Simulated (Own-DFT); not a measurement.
# What a defect does to the pressure of its cell: D0_22 TiAl3

The numbers are computed, not measured, by runs of the plane-wave DFT program Own-DFT (in-house, retired, unreviewed) at fixed positions, with no spin and no spin-orbit coupling.

Settings: PBE; PseudoDojo norm-conserving scalar-relativistic files; cutoff 42 hartree; 4 x 4 x 4 k mesh centred on Gamma; cold (Marzari-Vanderbilt) smearing of 0.2 eV.

Caveats: forces on such cells failed a check on a denser k mesh; stress not checked against mesh or cutoff.

All runs share one cell, with vectors in Å (-2.365, -6.981, 4.326); (-7.667, 3.491, 1.442); (-2.950, -3.488, -7.241) and a volume of 625.4 Å³. The atoms are randomly displaced, by u rms on each axis. The defect's site can differ from row to row.

| cell | formula | u (Å) | P (GPa) |
|---|---|---|---|
| no defect | Al30Ti10 | 0.0182 | 1.94 |
| no defect | Al30Ti10 | 0.0206 | 1.96 |
| no defect | Al30Ti10 | 0.0432 | 2.45 |
| one Ti vacancy | Al30Ti9 | 0.0296 | 1.76 |
| one Ti vacancy | Al30Ti9 | 0.0485 | 2.25 |
| one Ti vacancy | Al30Ti9 | 0.0496 | 2.12 |
| two Al vacancies | Al28Ti10 | 0.0299 | 1.09 |
| two Al vacancies | Al28Ti10 | 0.0471 | 1.68 |
| two Al vacancies | Al28Ti10 | 0.0529 | 1.87 |
| two Ti on an Al site each | Al28Ti12 | 0.0301 | 3.34 |
| two Ti on an Al site each | Al28Ti12 | 0.0302 | 3.35 |
| two Ti on an Al site each | Al28Ti12 | 0.0446 | ? |
| two Ti on an Al site each | Al28Ti12 | 0.0523 | 3.71 |
| two Al on a Ti site each | Al32Ti8 | 0.0284 | 2.86 |
| two Al on a Ti site each | Al32Ti8 | 0.0511 | 3.54 |
| two Al on a Ti site each | Al32Ti8 | 0.0515 | 3.42 |

## Working it out

P = P0 + c u² + a shift for each defect gives P0 = 1.85 GPa, c = 309 ± 31 GPa/Å² and a scatter of 0.09 GPa. The shifts, and each times the cell's volume:

- two Ti on an Al site each: 1.15 ± 0.08 GPa, 4.5 eV (2.2 eV for each of its 2 sites)
- two Al on a Ti site each: 0.80 ± 0.09 GPa, 3.1 eV (1.6 eV for each of its 2 sites)
- one Ti vacancy: -0.39 ± 0.08 GPa, -1.5 eV
- two Al vacancies: -0.91 ± 0.08 GPa, -3.5 eV (-1.8 eV for each of its 2 sites)

Against the defect-free cell, a freed cell would be larger where the shift is positive and smaller where it is negative (160.2 GPa Å³ is 1 eV). The atoms around the defects weren't relaxed, which would change these numbers.

## The run left out

Q: what pressure belongs in the blank (two Ti on an Al site each, u = 0.0446 Å)?

The fit gives 3.61 ± 0.11 GPa. The hidden result is 3.68 GPa.
